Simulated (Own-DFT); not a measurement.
# Response to strain: diamond-structure GeSn with randomly placed atoms, 64 atoms (Ge56Sn8)

All numbers below are calculated, not measured. They come from Own-DFT, an in-house plane-wave density functional program, since retired, whose code no person has reviewed. Each row is one single-point run on a periodic cell that was not relaxed, without spin or spin-orbit coupling.

Settings of every run: PBE; PseudoDojo norm-conserving scalar-relativistic files; cutoff 49 hartree; 3 x 3 x 3 k mesh centred on Gamma; Fermi-Dirac smearing of 0.1 eV.

Known limits: forces on such cells moved up to 12 meV/angstrom on a denser k mesh; stress not checked against mesh or cutoff.

Unstrained cell vectors in Å: (11.524, 0.000, 0.000); (0.000, 11.524, 0.000); (0.000, 0.000, 11.524). The unstrained cell has measured lattice constants (interpolated for alloys), not those of this functional. That, the random moves and any unrelaxed bonds set the pressure at no strain. Each run strains this cell uniformly, with the atoms carried along. Every atom was also moved at random, by a Gaussian of width 0.05 Å on each axis. The random placing of the alloy's atoms differs from row to row. Strain is the symmetric tensor, in per cent. Stress is positive in tension, and the pressure is minus a third of its trace.

```
run,e_xx (%),e_yy (%),e_zz (%),s_xx (GPa),s_yy (GPa),s_zz (GPa),P (GPa),E (meV/atom)
1,-3.00,-3.00,0.00,-11.28,-11.23,-9.34,10.61,115.1
2,-0.25,-0.25,0.00,-5.83,-5.76,-5.49,5.69,44.7
3,1.00,1.00,0.00,-3.46,-3.43,-4.02,3.63,13.7
4,3.00,3.00,0.00,-0.78,-0.71,-2.36,1.28,9.3
5,1.75,1.75,0.00,-2.19,-2.25,-3.19,2.55,0.0
6,-2.00,-2.00,0.00,-9.05,-9.19,-7.67,8.63,84.3
7,1.25,1.25,0.00,-3.44,-3.46,-4.13,3.67,36.3
8,0.25,0.25,0.00,-4.81,-4.80,-4.85,4.82,31.3
9,2.50,2.50,0.00,?,?,?,?,?
```

E is the free energy for each atom above the lowest run shown.

## Worked fit

The change of volume is close to e_xx + e_yy + e_zz. A straight line through the runs shown gives P = 5.53 - 79 x (fractional change of volume) GPa, with an error of 3 on the slope and a scatter of 0.36 GPa. The strain isn't the same on all axes, but the crystal is cubic, so the slope still estimates the bulk modulus, averaged over pressures from 1.3 to 10.6 GPa.

## Withheld run

Question: what pressure should run 9 give? Its volume changes by 5.06 %.

The line gives 1.5 GPa. The calculation gave 1.60 GPa.
